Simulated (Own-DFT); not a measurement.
## Calculated data, GaP (zincblende, strained, atoms displaced)

All values are calculated (Own-DFT development build). A calculation, not a measurement: plane-wave PBE density functional theory by an unreviewed code, no spin, of a simulated periodic cell, stress positive in tension, free energy of the whole cell less one offset for each atom, forces on such cells passed a denser k mesh, this cell's mesh not checked; offsets are fitted by least squares, one for each functional and potential file, so energies compare only between cells with the same atoms and settings and are not formation energies; the far tail of each file's local potential was reset to the Coulomb form; each entry is a single point on an unrelaxed cell, so the pressure reflects the starting lattice, mostly measured values (interpolated for alloys), from which strain is counted, and rises with the displacements; printed positions are rounded, which can move forces by about a meV/angstrom; the program, named Own-DFT, is a retired in-house code; no spin-orbit coupling; before rounding, a Quantum ESPRESSO 7.3.1 run of the same cell and cutoff gave forces within 1 meV/angstrom rms on each cell, which checks the program and not the settings.

Settings shared by all entries: functional PBE; potential files PseudoDojo norm-conserving, scalar-relativistic, standard set; wave cutoff 42 hartree; occupations Fermi-Dirac; smearing width 0.1 eV; k mesh 3 x 3 x 3 centred on Gamma.

(1) GaP (zincblende, strained, atoms displaced)

```cif
# cell vector a (Å): 10.8620 0.0000 0.0000
# cell vector b (Å): 0.0000 10.8620 0.0000
# cell vector c (Å): 0.0000 0.0000 10.9361
data_GaP
_symmetry_space_group_name_H-M 'P 1'
_symmetry_Int_Tables_number 1
_cell_length_a 10.8620
_cell_length_b 10.8620
_cell_length_c 10.9361
_cell_angle_alpha 90.000
_cell_angle_beta 90.000
_cell_angle_gamma 90.000
_cell_volume 1290.27
loop_
_atom_site_label
_atom_site_type_symbol
_atom_site_fract_x
_atom_site_fract_y
_atom_site_fract_z
_atom_site_occupancy
Ga1 Ga 0.99612 0.99771 0.00331 1
Ga2 Ga 0.99989 0.25598 0.25356 1
Ga3 Ga 0.25087 0.00372 0.25224 1
Ga4 Ga 0.25072 0.25057 0.99867 1
P1 P 0.12573 0.12628 0.12322 1
P2 P 0.12942 0.37523 0.37016 1
P3 P 0.37194 0.12417 0.37457 1
P4 P 0.37558 0.37363 0.12622 1
Ga5 Ga 0.99938 0.00017 0.50328 1
Ga6 Ga 0.00128 0.25298 0.75270 1
Ga7 Ga 0.25117 0.00346 0.75129 1
Ga8 Ga 0.25166 0.25278 0.50553 1
P5 P 0.12609 0.12248 0.62174 1
P6 P 0.12763 0.37382 0.87311 1
P7 P 0.37557 0.12629 0.87459 1
P8 P 0.37516 0.37579 0.63455 1
Ga9 Ga 0.99979 0.49995 0.99863 1
Ga10 Ga 0.99691 0.75390 0.25414 1
Ga11 Ga 0.24693 0.49895 0.24755 1
Ga12 Ga 0.25120 0.74850 0.99573 1
P9 P 0.12149 0.61957 0.12232 1
P10 P 0.13045 0.87395 0.37505 1
P11 P 0.37285 0.62114 0.37284 1
P12 P 0.37621 0.86663 0.12188 1
Ga13 Ga 0.00124 0.49771 0.49543 1
Ga14 Ga 0.99841 0.75228 0.75182 1
Ga15 Ga 0.24680 0.50531 0.74950 1
Ga16 Ga 0.25345 0.74965 0.50034 1
P13 P 0.12597 0.62222 0.62618 1
P14 P 0.12002 0.87639 0.87774 1
P15 P 0.36510 0.61933 0.87939 1
P16 P 0.37716 0.87332 0.62194 1
Ga17 Ga 0.49959 0.00038 0.00009 1
Ga18 Ga 0.49714 0.25049 0.24689 1
Ga19 Ga 0.74926 0.99807 0.25089 1
Ga20 Ga 0.74732 0.24422 0.99825 1
P17 P 0.62424 0.12379 0.12039 1
P18 P 0.62639 0.38198 0.37671 1
P19 P 0.87573 0.12239 0.37173 1
P20 P 0.87191 0.37398 0.12878 1
Ga21 Ga 0.49417 0.99971 0.50213 1
Ga22 Ga 0.49371 0.25051 0.75086 1
Ga23 Ga 0.75172 0.00194 0.74716 1
Ga24 Ga 0.75351 0.25419 0.49705 1
P21 P 0.62426 0.12462 0.62451 1
P22 P 0.62477 0.37709 0.87018 1
P23 P 0.87579 0.12782 0.88114 1
P24 P 0.88033 0.37008 0.62563 1
Ga25 Ga 0.49767 0.49905 0.00098 1
Ga26 Ga 0.49959 0.75452 0.24974 1
Ga27 Ga 0.74704 0.50414 0.24146 1
Ga28 Ga 0.74927 0.75169 0.00325 1
P25 P 0.62778 0.62258 0.12348 1
P26 P 0.62061 0.87287 0.37204 1
P27 P 0.87192 0.62508 0.37504 1
P28 P 0.87336 0.87477 0.12341 1
Ga29 Ga 0.49601 0.49817 0.49652 1
Ga30 Ga 0.49826 0.74817 0.74782 1
Ga31 Ga 0.74801 0.50331 0.75275 1
Ga32 Ga 0.75551 0.74973 0.50071 1
P29 P 0.62636 0.62621 0.62213 1
P30 P 0.62715 0.87268 0.87305 1
P31 P 0.87810 0.62729 0.87072 1
P32 P 0.87383 0.87171 0.63072 1
```

```
free energy of cell above offsets : -34.797 eV
pressure                          : 3.26 GPa
stress xx                         : -3.44 GPa
stress yy                         : -3.42 GPa
stress zz                         : -2.91 GPa
stress yz                         : 0.26 GPa
stress xz                         : -0.71 GPa
stress xy                         : -0.12 GPa
```

Force:
```csv
element,x (eV/Å),y (eV/Å),z (eV/Å)
Ga,0.364,0.47,-0.025
Ga,0.049,-0.721,-0.464
Ga,-0.117,-0.587,-0.754
Ga,-0.023,-0.041,0.106
P,-0.273,-0.007,0.297
P,-0.136,-0.135,0.923
P,0.488,0.565,0.345
P,-0.296,0.196,-0.28
Ga,-0.059,-0.496,-0.386
Ga,0.221,-0.751,-0.076
Ga,-0.205,-0.572,-0.169
Ga,-0.019,-0.01,-0.356
P,-0.167,0.473,0.647
P,-0.161,0.319,0.268
P,-0.088,-0.264,0.327
P,-0.308,0.467,-1.076
Ga,-0.354,-0.478,-0.176
Ga,0.415,-0.448,-0.352
Ga,0.312,0.246,-0.305
Ga,-0.92,0.09,0.562
P,0.165,1.013,0.383
P,-0.588,0.211,0.184
P,0.098,0.431,-0.155
P,-0.405,1.167,0.124
Ga,0.016,0.038,0.238
Ga,0.659,-0.312,-0.224
Ga,-0.027,-0.742,0.159
Ga,-0.277,-0.414,-0.038
P,-0.507,0.753,-0.561
P,0.653,0.084,-0.294
P,1.371,0.478,-0.645
P,-0.535,0.09,0.795
Ga,0.003,-0.559,-0.296
Ga,0.657,-0.166,0.593
Ga,-0.278,0.085,-0.266
Ga,-0.072,1.044,0.151
P,-0.15,-0.049,0.805
P,-0.089,-0.738,-0.669
P,0.022,0.229,0.373
P,0.094,-0.039,-0.776
Ga,0.728,0.207,-0.476
Ga,1.065,-0.292,0.036
Ga,-0.175,0.138,0.593
Ga,-0.288,-0.459,0.114
P,-0.083,0.383,-0.233
P,-0.22,-0.399,0.661
P,0.184,-0.501,-0.939
P,-0.542,0.857,-0.057
Ga,0.268,-0.109,-0.169
Ga,0.024,-1.157,-0.132
Ga,0.432,-0.474,1.035
Ga,0.128,-0.384,-0.662
P,-1.016,0.802,-0.326
P,0.628,0.454,0.836
P,0.327,-0.205,-0.242
P,0.003,-0.049,0.607
Ga,0.161,0.165,0.679
Ga,0.054,-0.304,0.447
Ga,0.445,-0.15,-0.703
Ga,-0.723,0.205,-0.13
P,-0.347,-0.281,0.006
P,-0.333,0.298,0.055
P,-0.51,-0.248,0.826
P,0.256,0.578,-0.761
```

(2) GaP (zincblende, strained, atoms displaced)

```cif
# cell vector a (Å): 10.8620 0.0000 0.0000
# cell vector b (Å): 0.0000 10.8620 0.0000
# cell vector c (Å): 0.0000 0.0000 10.9361
data_GaP
_symmetry_space_group_name_H-M 'P 1'
_symmetry_Int_Tables_number 1
_cell_length_a 10.8620
_cell_length_b 10.8620
_cell_length_c 10.9361
_cell_angle_alpha 90.000
_cell_angle_beta 90.000
_cell_angle_gamma 90.000
_cell_volume 1290.27
loop_
_atom_site_label
_atom_site_type_symbol
_atom_site_fract_x
_atom_site_fract_y
_atom_site_fract_z
_atom_site_occupancy
Ga1 Ga 0.00122 0.99786 0.99716 1
Ga2 Ga 0.99486 0.24758 0.25242 1
Ga3 Ga 0.24959 0.00201 0.24864 1
Ga4 Ga 0.25383 0.25394 0.00315 1
P1 P 0.12314 0.12291 0.12425 1
P2 P 0.12566 0.37548 0.36961 1
P3 P 0.37637 0.11971 0.37784 1
P4 P 0.37426 0.37414 0.12671 1
Ga5 Ga 0.99675 0.99930 0.49680 1
Ga6 Ga 0.99665 0.25137 0.75161 1
Ga7 Ga 0.25094 0.00029 0.75376 1
Ga8 Ga 0.24710 0.24823 0.50066 1
P5 P 0.12625 0.12252 0.62692 1
P6 P 0.12472 0.38023 0.87865 1
P7 P 0.37116 0.12617 0.86947 1
P8 P 0.37639 0.37830 0.63006 1
Ga9 Ga 0.00488 0.50222 0.00258 1
Ga10 Ga 0.99822 0.75352 0.25398 1
Ga11 Ga 0.24844 0.49892 0.24915 1
Ga12 Ga 0.24663 0.75388 0.00091 1
P9 P 0.12798 0.62324 0.12130 1
P10 P 0.12562 0.87455 0.37545 1
P11 P 0.37771 0.62154 0.38265 1
P12 P 0.37397 0.87586 0.12812 1
Ga13 Ga 0.00094 0.49887 0.50063 1
Ga14 Ga 0.99403 0.74430 0.74909 1
Ga15 Ga 0.25018 0.49857 0.75064 1
Ga16 Ga 0.24954 0.75154 0.50457 1
P13 P 0.12146 0.62310 0.62707 1
P14 P 0.12103 0.87430 0.87229 1
P15 P 0.37624 0.62761 0.87646 1
P16 P 0.37339 0.87548 0.62566 1
Ga17 Ga 0.49790 0.00563 0.99931 1
Ga18 Ga 0.50123 0.24647 0.24933 1
Ga19 Ga 0.74949 0.00231 0.24864 1
Ga20 Ga 0.74903 0.25018 0.00048 1
P17 P 0.62645 0.12730 0.12502 1
P18 P 0.62576 0.37755 0.37672 1
P19 P 0.87338 0.12299 0.37464 1
P20 P 0.87638 0.37399 0.12269 1
Ga21 Ga 0.50017 0.99899 0.50014 1
Ga22 Ga 0.49845 0.25394 0.74791 1
Ga23 Ga 0.74813 0.00071 0.75456 1
Ga24 Ga 0.74741 0.24693 0.49995 1
P21 P 0.62852 0.12358 0.62262 1
P22 P 0.62223 0.37514 0.87349 1
P23 P 0.87651 0.12509 0.87807 1
P24 P 0.87778 0.37478 0.62517 1
Ga25 Ga 0.50093 0.49853 0.00315 1
Ga26 Ga 0.49966 0.75103 0.25225 1
Ga27 Ga 0.74765 0.50096 0.25211 1
Ga28 Ga 0.74421 0.75035 0.00302 1
P25 P 0.62213 0.62785 0.12943 1
P26 P 0.62017 0.87426 0.37449 1
P27 P 0.87489 0.62795 0.37396 1
P28 P 0.87342 0.88176 0.12610 1
Ga29 Ga 0.50345 0.49952 0.49271 1
Ga30 Ga 0.50303 0.75127 0.75283 1
Ga31 Ga 0.75430 0.49765 0.75029 1
Ga32 Ga 0.75199 0.74257 0.50069 1
P29 P 0.62780 0.62548 0.62795 1
P30 P 0.62383 0.87453 0.87296 1
P31 P 0.87436 0.62605 0.87558 1
P32 P 0.87378 0.87675 0.62780 1
```

```
free energy of cell above offsets : -35.169 eV
pressure                          : 3.17 GPa
stress xx                         : -3.35 GPa
stress yy                         : -3.35 GPa
stress zz                         : -2.83 GPa
stress yz                         : 0.07 GPa
stress xz                         : 0.12 GPa
stress xy                         : -0.04 GPa
```

Force:
```csv
element,x (eV/Å),y (eV/Å),z (eV/Å)
Ga,-0.031,0.141,0.241
Ga,0.42,0.109,-0.423
Ga,-0.096,-0.147,0.2
Ga,-0.667,-0.474,-0.413
P,0.132,0.445,-0.007
P,-0.338,-0.349,0.631
P,-0.236,0.753,-0.273
P,0.503,0.116,0.276
Ga,0.369,-0.121,0.579
Ga,0.676,-0.142,0.107
Ga,-0.396,-0.419,-0.481
Ga,0.411,0.275,0.084
P,-0.549,0.189,-0.107
P,0.134,-0.771,-0.344
P,0.542,0.447,0.777
P,-0.18,-0.121,-1.233
Ga,-0.739,-0.034,-0.253
Ga,0.26,-0.147,-0.754
Ga,0.452,0.42,0.143
Ga,0.394,-0.011,-0.254
P,-0.301,0.73,0.953
P,0.149,0.131,0.056
P,-0.835,0.655,-1.027
P,0.111,0.054,-0.412
Ga,0.025,0.083,-0.419
Ga,0.306,0.6,-0.088
Ga,-0.011,0.505,0.287
Ga,-0.163,-0.362,-0.147
P,0.427,0.086,-0.134
P,0.18,-0.29,-0.066
P,-0.162,-0.159,0.105
P,0.383,0.028,0.372
Ga,-0.058,-0.406,-0.067
Ga,-0.245,0.271,0.422
Ga,-0.428,-0.28,0.344
Ga,0.069,0.226,-0.275
P,-0.159,-0.188,-0.148
P,0.139,-0.858,-0.468
P,-0.211,0.235,0.157
P,-0.28,0.38,0.361
Ga,0.057,-0.19,0.285
Ga,0.299,-0.617,-0.055
Ga,0.353,0.077,-0.259
Ga,0.49,0.457,-0.026
P,-0.675,0.053,0.57
P,0.454,-0.01,0.264
P,-0.333,0.07,-0.193
P,-0.425,-0.247,-0.334
Ga,-0.171,0.308,-0.194
Ga,-0.556,-0.143,0.146
Ga,0.478,-0.021,-0.392
Ga,0.532,0.18,-0.107
P,0.107,-0.451,-0.242
P,0.97,0.018,0.229
P,0.222,-0.71,0.057
P,0.109,-0.823,-0.255
Ga,-0.021,0.008,1.584
Ga,-0.483,-0.24,-0.494
Ga,-0.321,0.152,0.075
Ga,-0.32,1.051,0.16
P,-0.292,-0.457,-0.208
P,-0.053,0.458,0.745
P,-0.276,-0.309,0.712
P,-0.143,-0.214,-0.372
```

(3) GaP (zincblende, strained, atoms displaced)

```cif
# cell vector a (Å): 10.8620 0.0000 0.0000
# cell vector b (Å): 0.0000 10.8620 0.0000
# cell vector c (Å): 0.0000 0.0000 10.9361
data_GaP
_symmetry_space_group_name_H-M 'P 1'
_symmetry_Int_Tables_number 1
_cell_length_a 10.8620
_cell_length_b 10.8620
_cell_length_c 10.9361
_cell_angle_alpha 90.000
_cell_angle_beta 90.000
_cell_angle_gamma 90.000
_cell_volume 1290.27
loop_
_atom_site_label
_atom_site_type_symbol
_atom_site_fract_x
_atom_site_fract_y
_atom_site_fract_z
_atom_site_occupancy
Ga1 Ga 0.99897 0.00114 0.99856 1
Ga2 Ga 0.99397 0.24750 0.24989 1
Ga3 Ga 0.24819 0.99895 0.25424 1
Ga4 Ga 0.24530 0.24993 0.00067 1
P1 P 0.12115 0.13007 0.12812 1
P2 P 0.12651 0.37154 0.37498 1
P3 P 0.37715 0.12768 0.37689 1
P4 P 0.37824 0.37236 0.12568 1
Ga5 Ga 0.00331 0.99880 0.49905 1
Ga6 Ga 0.99822 0.25175 0.75057 1
Ga7 Ga 0.24842 0.00100 0.75374 1
Ga8 Ga 0.25159 0.25070 0.49863 1
P5 P 0.13038 0.12878 0.62557 1
P6 P 0.12732 0.37187 0.87438 1
P7 P 0.37669 0.12824 0.87470 1
P8 P 0.38035 0.37293 0.62828 1
Ga9 Ga 0.99799 0.49724 0.00037 1
Ga10 Ga 0.99983 0.75110 0.24751 1
Ga11 Ga 0.25212 0.49957 0.25128 1
Ga12 Ga 0.25629 0.74908 0.99980 1
P9 P 0.12364 0.61888 0.12415 1
P10 P 0.12184 0.86836 0.37851 1
P11 P 0.37396 0.62319 0.37374 1
P12 P 0.37743 0.87591 0.12792 1
Ga13 Ga 0.00250 0.50089 0.50008 1
Ga14 Ga 0.99546 0.75416 0.74776 1
Ga15 Ga 0.24881 0.49681 0.74645 1
Ga16 Ga 0.25354 0.75095 0.50140 1
P13 P 0.12677 0.62231 0.62545 1
P14 P 0.12084 0.87315 0.87665 1
P15 P 0.36889 0.62744 0.87167 1
P16 P 0.37586 0.87310 0.62372 1
Ga17 Ga 0.50029 0.00155 0.99879 1
Ga18 Ga 0.49659 0.25251 0.25036 1
Ga19 Ga 0.75397 0.00134 0.25721 1
Ga20 Ga 0.74766 0.25180 0.99916 1
P17 P 0.62324 0.12318 0.12654 1
P18 P 0.62633 0.37685 0.37362 1
P19 P 0.87321 0.12465 0.37516 1
P20 P 0.87152 0.37476 0.12583 1
Ga21 Ga 0.50117 0.99943 0.49768 1
Ga22 Ga 0.50111 0.25146 0.75431 1
Ga23 Ga 0.74598 0.99821 0.75191 1
Ga24 Ga 0.75054 0.25679 0.49695 1
P21 P 0.62692 0.12643 0.62573 1
P22 P 0.62665 0.37155 0.87137 1
P23 P 0.86905 0.13030 0.87711 1
P24 P 0.87505 0.37419 0.62957 1
Ga25 Ga 0.49677 0.49781 0.00685 1
Ga26 Ga 0.49520 0.75053 0.25184 1
Ga27 Ga 0.74765 0.49811 0.25441 1
Ga28 Ga 0.74975 0.74935 0.99864 1
P25 P 0.62396 0.62544 0.12568 1
P26 P 0.62510 0.87488 0.37298 1
P27 P 0.87885 0.62430 0.37435 1
P28 P 0.87248 0.87284 0.12544 1
Ga29 Ga 0.50216 0.50429 0.49669 1
Ga30 Ga 0.49563 0.74989 0.75074 1
Ga31 Ga 0.75364 0.50042 0.74727 1
Ga32 Ga 0.74955 0.74932 0.50229 1
P29 P 0.62164 0.62327 0.62928 1
P30 P 0.62272 0.87059 0.87404 1
P31 P 0.87096 0.61962 0.86910 1
P32 P 0.87573 0.87509 0.62253 1
```

```
free energy of cell above offsets : -35.138 eV
pressure                          : 3.16 GPa
stress xx                         : -3.32 GPa
stress yy                         : -3.33 GPa
stress zz                         : -2.85 GPa
stress yz                         : 0.09 GPa
stress xz                         : -0.43 GPa
stress xy                         : -0.05 GPa
```

Force:
```csv
element,x (eV/Å),y (eV/Å),z (eV/Å)
Ga,-0.269,0.217,0.239
Ga,0.211,0.519,0.137
Ga,-0.096,0.162,-0.1
Ga,0.553,-0.143,0.156
P,0.311,-0.889,-0.185
P,-0.335,0.217,-0.148
P,-0.258,-0.388,-0.177
P,-0.995,0.116,-0.015
Ga,-0.048,0.44,0.325
Ga,0.242,-0.505,0.136
Ga,0.155,-0.215,-0.182
Ga,0.281,0.206,0.349
P,-0.692,-0.397,-0.006
P,-0.447,0.456,0.018
P,-0.422,-0.389,0.356
P,-0.277,0.374,-0.704
Ga,-0.013,-0.076,-0.338
Ga,0.05,-0.464,-0.151
Ga,-0.328,-0.397,-0.271
Ga,-0.864,0.179,0.43
P,0.345,0.674,-0.009
P,0.471,0.477,-0.389
P,-0.01,0.316,0.238
P,-0.489,0.252,-0.336
Ga,-0.062,-0.348,0.052
Ga,0.376,-0.734,0.112
Ga,0.187,-0.021,0.211
Ga,-0.32,-0.517,0.039
P,-0.218,0.583,-0.01
P,0.443,0.093,0.032
P,0.657,-0.866,0.29
P,-0.086,0.665,0.221
Ga,0.032,-0.153,0.067
Ga,0.652,-0.479,0.058
Ga,-0.627,-0.321,-0.953
Ga,-0.321,-0.086,0.524
P,0.347,0.215,0.184
P,-0.598,-0.217,0.199
P,0.443,0.224,0.67
P,-0.001,0.06,0.021
Ga,0.181,0.157,0.367
Ga,0.184,-0.4,-0.539
Ga,0.36,0.153,-0.156
Ga,0.014,-0.565,0.555
P,-0.239,0.015,-0.284
P,-0.145,1.025,0.624
P,0.589,-0.796,-0.355
P,0.258,0.258,-0.981
Ga,0.465,0.384,-1.144
Ga,0.611,-0.176,-0.145
Ga,0.436,0.619,-0.569
Ga,-0.043,-0.367,-0.032
P,0.003,0.002,0.211
P,0.014,-0.263,0.331
P,-0.499,0.056,0.151
P,0.186,0.447,-0.1
Ga,-0.144,-0.471,0.465
Ga,0.153,-0.156,-0.063
Ga,-0.928,-0.445,-0.022
Ga,-0.134,-0.258,-0.223
P,0.349,0.294,-0.383
P,-0.034,0.347,0.177
P,0.734,0.834,0.856
P,-0.347,0.468,0.167
```

(4) GaP (zincblende, strained, atoms displaced)

```cif
# cell vector a (Å): 10.8620 0.0000 0.0000
# cell vector b (Å): 0.0000 10.8620 0.0000
# cell vector c (Å): 0.0000 0.0000 10.9361
data_GaP
_symmetry_space_group_name_H-M 'P 1'
_symmetry_Int_Tables_number 1
_cell_length_a 10.8620
_cell_length_b 10.8620
_cell_length_c 10.9361
_cell_angle_alpha 90.000
_cell_angle_beta 90.000
_cell_angle_gamma 90.000
_cell_volume 1290.27
loop_
_atom_site_label
_atom_site_type_symbol
_atom_site_fract_x
_atom_site_fract_y
_atom_site_fract_z
_atom_site_occupancy
Ga1 Ga 0.00132 0.99799 0.00364 1
Ga2 Ga 0.00495 0.24608 0.24543 1
Ga3 Ga 0.25236 0.99948 0.24552 1
Ga4 Ga 0.25248 0.24959 0.00677 1
P1 P 0.12657 0.12634 0.12866 1
P2 P 0.12639 0.38004 0.37803 1
P3 P 0.37505 0.13072 0.36948 1
P4 P 0.37216 0.37295 0.11980 1
Ga5 Ga 0.99975 0.00248 0.50064 1
Ga6 Ga 0.99855 0.25273 0.75264 1
Ga7 Ga 0.24648 0.99983 0.74659 1
Ga8 Ga 0.25518 0.25274 0.50359 1
P5 P 0.12027 0.12528 0.62552 1
P6 P 0.12326 0.36840 0.87726 1
P7 P 0.37955 0.12473 0.87731 1
P8 P 0.36897 0.37645 0.62405 1
Ga9 Ga 0.00219 0.50223 0.99843 1
Ga10 Ga 0.99876 0.75438 0.25051 1
Ga11 Ga 0.24873 0.49717 0.25860 1
Ga12 Ga 0.24785 0.75191 0.99778 1
P9 P 0.12353 0.62165 0.12154 1
P10 P 0.11984 0.87300 0.37894 1
P11 P 0.36976 0.62293 0.37726 1
P12 P 0.37400 0.87418 0.12481 1
Ga13 Ga 0.00093 0.49972 0.50230 1
Ga14 Ga 0.99873 0.75121 0.74741 1
Ga15 Ga 0.24965 0.50231 0.75410 1
Ga16 Ga 0.25187 0.75145 0.49508 1
P13 P 0.12217 0.62949 0.62107 1
P14 P 0.12231 0.87355 0.87267 1
P15 P 0.38114 0.62520 0.87656 1
P16 P 0.37797 0.87728 0.62178 1
Ga17 Ga 0.50175 0.99983 0.99778 1
Ga18 Ga 0.50249 0.24761 0.25202 1
Ga19 Ga 0.75603 0.00273 0.25148 1
Ga20 Ga 0.75259 0.25410 0.00194 1
P17 P 0.62626 0.12656 0.12741 1
P18 P 0.62685 0.37220 0.37876 1
P19 P 0.87699 0.13060 0.37427 1
P20 P 0.87485 0.37541 0.12447 1
Ga21 Ga 0.49812 0.99831 0.49816 1
Ga22 Ga 0.49601 0.24695 0.75162 1
Ga23 Ga 0.74752 0.99333 0.75109 1
Ga24 Ga 0.74650 0.24942 0.50075 1
P21 P 0.62422 0.12644 0.62435 1
P22 P 0.62538 0.37782 0.87432 1
P23 P 0.87622 0.12649 0.87568 1
P24 P 0.87485 0.37607 0.62398 1
Ga25 Ga 0.49913 0.50172 0.00005 1
Ga26 Ga 0.49906 0.74385 0.24657 1
Ga27 Ga 0.74977 0.50207 0.25250 1
Ga28 Ga 0.75146 0.74887 0.99731 1
P25 P 0.62587 0.62705 0.12068 1
P26 P 0.62493 0.87551 0.37707 1
P27 P 0.87780 0.62570 0.37545 1
P28 P 0.87784 0.87362 0.12655 1
Ga29 Ga 0.50432 0.50096 0.49933 1
Ga30 Ga 0.50037 0.75129 0.75259 1
Ga31 Ga 0.75266 0.50075 0.74862 1
Ga32 Ga 0.74737 0.75263 0.49970 1
P29 P 0.62498 0.62218 0.62495 1
P30 P 0.61765 0.87335 0.87382 1
P31 P 0.87329 0.62256 0.87189 1
P32 P 0.87824 0.87570 0.62517 1
```

```
free energy of cell above offsets : -34.892 eV
pressure                          : 3.24 GPa
stress xx                         : -3.4 GPa
stress yy                         : -3.43 GPa
stress zz                         : -2.9 GPa
stress yz                         : -0.31 GPa
stress xz                         : -0.02 GPa
stress xy                         : -0.26 GPa
```

Force:
```csv
element,x (eV/Å),y (eV/Å),z (eV/Å)
Ga,0.006,0.397,-0.38
Ga,-0.446,1.14,0.718
Ga,-0.339,-0.125,0.835
Ga,-0.379,-0.498,-0.968
P,0.218,-0.696,-0.717
P,-0.476,-1.212,0.065
P,-0.291,-0.835,0.764
P,0.791,0.758,1.36
Ga,-0.243,0.058,-0.143
Ga,-0.177,-0.282,-0.391
Ga,0.366,0.114,0.279
Ga,-0.895,-0.512,-0.543
P,0.557,0.439,-0.091
P,0.528,0.72,0.098
P,-1.082,-0.256,-0.086
P,1.092,0.385,0.633
Ga,-0.425,-0.531,-0.121
Ga,0.351,-0.883,-0.111
Ga,0.108,0.183,-1.346
Ga,0.127,-0.377,0.075
P,0.446,0.595,0.783
P,0.736,0.656,-0.608
P,1.059,0.072,-0.336
P,0.274,-0.078,-0.273
Ga,-0.195,0.178,-0.165
Ga,-0.039,-0.31,0.18
Ga,-0.39,0.007,-0.186
Ga,-0.256,0.183,0.651
P,0.635,-0.277,0.569
P,0.21,0.245,0.143
P,-0.923,0.28,-0.17
P,-0.555,-0.432,0.402
Ga,-0.068,0.135,0.723
Ga,-0.04,0.683,-0.544
Ga,-0.461,-0.19,0.014
Ga,-0.368,-0.303,-0.321
P,0.243,-0.346,-0.392
P,-0.302,0.522,-0.656
P,0.046,-0.285,0.237
P,0.38,0.326,0.339
Ga,0.206,0.766,-0.255
Ga,0.385,0.733,-0.334
Ga,0.213,0.692,-0.074
Ga,0.579,-0.055,0.243
P,-0.125,-0.515,0.226
P,-0.094,-0.309,-0.059
P,-0.374,-0.513,0.161
P,-0.008,-0.253,0.043
Ga,0.274,-0.454,0.073
Ga,-0.053,0.452,0.497
Ga,0.092,-0.134,-0.149
Ga,-0.005,0.324,-0.084
P,0.08,-0.449,0.467
P,-0.096,-0.043,-0.783
P,-0.372,0.12,0.102
P,-0.606,0.214,-0.35
Ga,-0.654,-0.303,0.131
Ga,-0.26,-0.445,-0.879
Ga,-0.409,-0.311,-0.072
Ga,0.408,-0.363,0.172
P,0.102,0.636,0.185
P,1.111,0.066,0.417
P,0.453,0.443,0.171
P,-0.668,0.053,-0.171
```
